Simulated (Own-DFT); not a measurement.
# Bulk modulus against bond length in tetrahedral crystals

No measurement is shown. These are fixed-geometry runs of a retired plane-wave code named Own-DFT, which no person has reviewed; spin and spin-orbit coupling are neglected.

Known weak points (not all hold for every row): forces on such cells moved up to 12 meV/angstrom on a denser k mesh; forces not confirmed at this smearing and k mesh; k mesh not checked against a denser one; stress not checked against mesh or cutoff.

All runs are PBE with PseudoDojo norm-conserving files; cutoff and k mesh are each material's own. Every cell starts from measured lattice constants and was given uniform random strains and small random moves of its atoms. Each triple is the change of volume in per cent, the rms move u in Å and the pressure in GPa.

- wurtzite AlN (Al64N64), 10.45 Å³/atom unstrained: (-2.58, 0.049, 11.61); (-2.31, 0.047, 10.79); (-1.28, 0.048, 8.38); (-0.38, 0.052, 7.27); (0.93, 0.049, 4.41); (1.52, 0.047, 2.30); (2.15, 0.051, 1.73)
- wurtzite GaN (Ga36N36), 11.42 Å³/atom unstrained: withheld
- diamond silicon (Si64), 20.02 Å³/atom unstrained: (-2.62, 0.049, 5.43); (-1.77, 0.045, 4.35); (-1.25, 0.047, 3.99); (-1.01, 0.054, 3.72); (0.41, 0.056, 2.50); (2.16, 0.051, 0.80); (3.27, 0.050, -0.32)
- zincblende GaAs (As32Ga32), 22.58 Å³/atom unstrained: (-3.23, 0.050, 6.94); (-1.58, 0.052, 5.47); (-0.96, 0.047, 4.85); (-0.95, 0.048, 5.00); (0.33, 0.050, 3.80); (0.50, 0.052, 3.66); (2.11, 0.047, 2.34)
- zincblende InP (In32P32), 25.27 Å³/atom unstrained: (-3.68, 0.048, 6.77); (-3.03, 0.052, 6.27); (-1.93, 0.053, 5.20); (0.95, 0.045, 3.01); (1.12, 0.053, 2.77); (1.25, 0.054, 2.83); (1.85, 0.053, 2.40)
- grey tin (Sn64), 34.15 Å³/atom unstrained: (-2.77, 0.045, 5.17); (-2.09, 0.050, 4.93); (-1.60, 0.048, 4.55); (0.14, 0.049, 3.59); (1.31, 0.049, 3.10); (1.38, 0.049, 2.94); (1.71, 0.046, 2.78)

## Working it out

Fit a line to each set against the fractional change of volume; B is minus its slope, and u is nearly the same within a set. To take it to zero pressure, assume that B rises by 4 GPa for each GPa: B0 = B - 4 x (mean pressure). The bond length of an ideal tetrahedral crystal with the unstrained volume v is d = (√3/4)(8 v)^(1/3). Cohen's empirical rule reads B0 = (1971 - 220 L) d^(-3.5) GPa, with L = 0 for group IV crystals and SiC and 1 for III-V compounds.

```
material,L,d (Å),B (GPa),mean P (GPa),B0 (GPa),rule (GPa)
wurtzite AlN (Al64N64),1,1.893,210 ± 9,6.6,183 ± 9,188
wurtzite GaN (Ga36N36),1,1.950,?,?,?,169
diamond silicon (Si64),0,2.352,95 ± 2,2.9,83 ± 2,99
zincblende GaAs (As32Ga32),1,2.448,86 ± 1,4.6,68 ± 1,76
zincblende InP (In32P32),1,2.541,80 ± 2,4.2,63 ± 2,67
grey tin (Sn64),0,2.810,54 ± 1,3.9,38 ± 1,53
```

A line through ln[B0/(1971 - 220 L)] against ln d has a slope of -4.1 ± 0.3 and a scatter of 9 %. Against the rule, B0 stands at 98 % for wurtzite AlN, 84 % for diamond silicon, 89 % for zincblende GaAs, 95 % for zincblende InP, 72 % for grey tin. PBE tends to make silicon and heavier crystals too soft, and the rule itself is only a guide.

## Check

Q: what B0 does the fitted trend give for wurtzite GaN (Ga36N36)?

From the line: 166 GPa. Its own runs give B = 213 ± 10 GPa at a mean pressure of 9.9 GPa, so B0 = 173 GPa.
